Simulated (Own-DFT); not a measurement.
# What random displacements cost in monoclinic HfO2, 96 atoms (Hf32O64)

All numbers below are calculated, not measured. They come from Own-DFT, an in-house plane-wave density functional program, since retired, whose code no person has reviewed. Each row is one single-point run on a periodic cell that was not relaxed, without spin or spin-orbit coupling.

Settings of every run: PBE; PseudoDojo norm-conserving scalar-relativistic files; cutoff 72 hartree; 2 x 2 x 2 k mesh centred on Gamma; Fermi-Dirac smearing of 0.1 eV.

Known limits, some of them of some rows only: some atoms lie very close together; hafnium file: forces about 75 meV/angstrom off all-electron values; oxygen file: force components 24 meV/angstrom off all-electron in a glass; forces on such cells passed a denser k mesh, each cell not checked; stress not checked against mesh or cutoff.

Cell vectors in Å: (10.234, 0.000, 0.000); (0.000, 10.350, 0.000); (-1.696, 0.000, 10.445). In each run every atom was moved at random and independently from its ideal site; u is the rms move along one axis. E is the free energy for each atom above the fitted value at u = 0, and F the rms of the force components.

```
run   u (Å)  E (meV/atom)  F (eV/Å)  largest force (eV/Å)  P (GPa)
  1  0.0190           9.0     0.424                  1.52     4.08
  2  0.0193           9.8     0.448                  1.65     4.07
  3  0.0202           9.8     0.456                  1.72     4.05
  4  0.0510          67.0     1.239                  5.32     6.26
  5  0.0533             ?         ?                     ?        ?
  6  0.0720         136.6     1.703                  6.95     9.00
  7  0.0778         142.1     1.658                  5.63     8.57
  8  0.1220         430.7     3.622                 20.43    18.57
  9  0.1435         607.5     4.082                 18.94    23.33
```

## Worked fit

For small independent moves the energy grows as E = (3/2) K u², with K the mean stiffness felt by one atom. The runs with u up to 0.11 Å give K = 16.7 ± 0.5 eV/Å², with residuals divided by u² + 0.0006 Å², since the noise grows with the moves. The scatter is 3.1 meV/atom at u = 0.05 Å. The forces follow F = G u with G = 22.9 eV/Å²; no force at u = 0 is resolved. G exceeds K because the moves of its neighbours add to the force on an atom, and stiffness differs between atoms. At u = 0.143 Å the parabola gives 517 meV/atom and the run 608. The pressure follows P = 3.79 + 886 u² GPa: at fixed volume, shortened bonds push harder than stretched ones pull.

## Withheld run

Question: what energy and rms force should run 5 give?

The fit gives 71 ± 4 meV/atom and about 1.22 eV/Å. The calculation gave 64.5 meV/atom and 1.115 eV/Å.
